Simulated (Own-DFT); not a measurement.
# Hybrid less PBE against volume: monoclinic HfO2, 94 atoms (Hf32O62), with two O vacancies

All values are computed. Each geometry was run twice at fixed positions with Own-DFT, a retired in-house plane-wave program that no person has reviewed: with PBE, and with HSE06 (exact exchange share 0.25 at short range, screening 0.11 per bohr, Gygi-Baldereschi treatment of its divergence). Both used PseudoDojo norm-conserving files made for PBE, a cutoff of 48 hartree, the Gamma point alone, fixed occupations, a neutral cell and no spin. One k point on a cell 10.1 Å thick isn't converged, and results move with the size of the cell. The hafnium file keeps the 4f electrons in the core, and its forces lie about 75 meV/Å off all-electron values. The oxygen file's force components were 24 meV/Å off all-electron values in a glass.

Unstrained cell vectors in Å: (10.234, 0.000, 0.000); (0.000, 10.350, 0.000); (-1.695, 0.000, 10.445), volume V0 = 1106.4 Å³, from measured lattice constants. Each geometry has its own random strain of a few per cent, its own defect sites and random moves of rms u per axis. HSE06 gave the energy alone. D is its energy less that of PBE, over the lowest D shown. The PBE stress wasn't checked against mesh or cutoff.

| run | V - V0 (Å³) | u (Å) | P with PBE (GPa) | D (eV) |
|---|---|---|---|---|
| 1 | 13.8 | 0.0305 | 1.16 | 1.270 |
| 2 | -38.1 | 0.0280 | 13.41 | 0.000 |
| 3 | -29.0 | 0.0486 | 13.23 | 0.359 |
| 4 | -17.7 | 0.0489 | 9.43 | 0.716 |
| 5 | -19.0 | 0.0310 | 8.27 | 0.522 |
| 6 | 37.3 | 0.0292 | -3.69 | 1.798 |
| 7 | 30.3 | 0.0276 | -2.58 | 1.657 |
| 8 | 1.9 | 0.0302 | 3.15 | 0.891 |
| 9 | -15.8 | 0.0298 | 7.54 | 0.496 |
| 10 | -20.4 | 0.0296 | 8.35 | 0.463 |
| 11 | -9.2 | 0.0508 | 7.74 | 0.861 |
| 12 | -32.5 | 0.0484 | 13.62 | 0.173 |
| 13 | -3.9 | 0.0306 | 4.57 | 0.819 |
| 14 | -7.2 | 0.0476 | 6.55 | ? |

## Worked fit

D = 0.83 + 0.0241 (V - V0) + 94 u² eV, with an error of 0.0007 on the volume slope, 23 on the last term and a scatter of 0.05 eV. Pressure is -dE/dV, and 1 eV/Å³ is 160.2 GPa, so HSE06 changes the pressure by -3.9 ± 0.1 GPa. With the ions held to the strained lattice, the PBE pressure falls by 251 ± 9 GPa per unit of volume strain; the shape of the strain isn't fitted, so the true error is larger, and a relaxed crystal would be softer. On that slope HSE06's volume at a given pressure is about 1.5 % smaller, or 0.5 % in lengths. At u = 0 and V0 the PBE pressure is 3.1 GPa, which puts the zero-pressure volume, against the measured cell and with the defects in, at +1.2 % for PBE and -0.3 % for HSE06, each good to a few tenths of a per cent.

## Check

Question: what D should run 14 give?

Estimate: 0.87 eV, with rows scattering by 0.05. The calculation gave 0.811 eV.
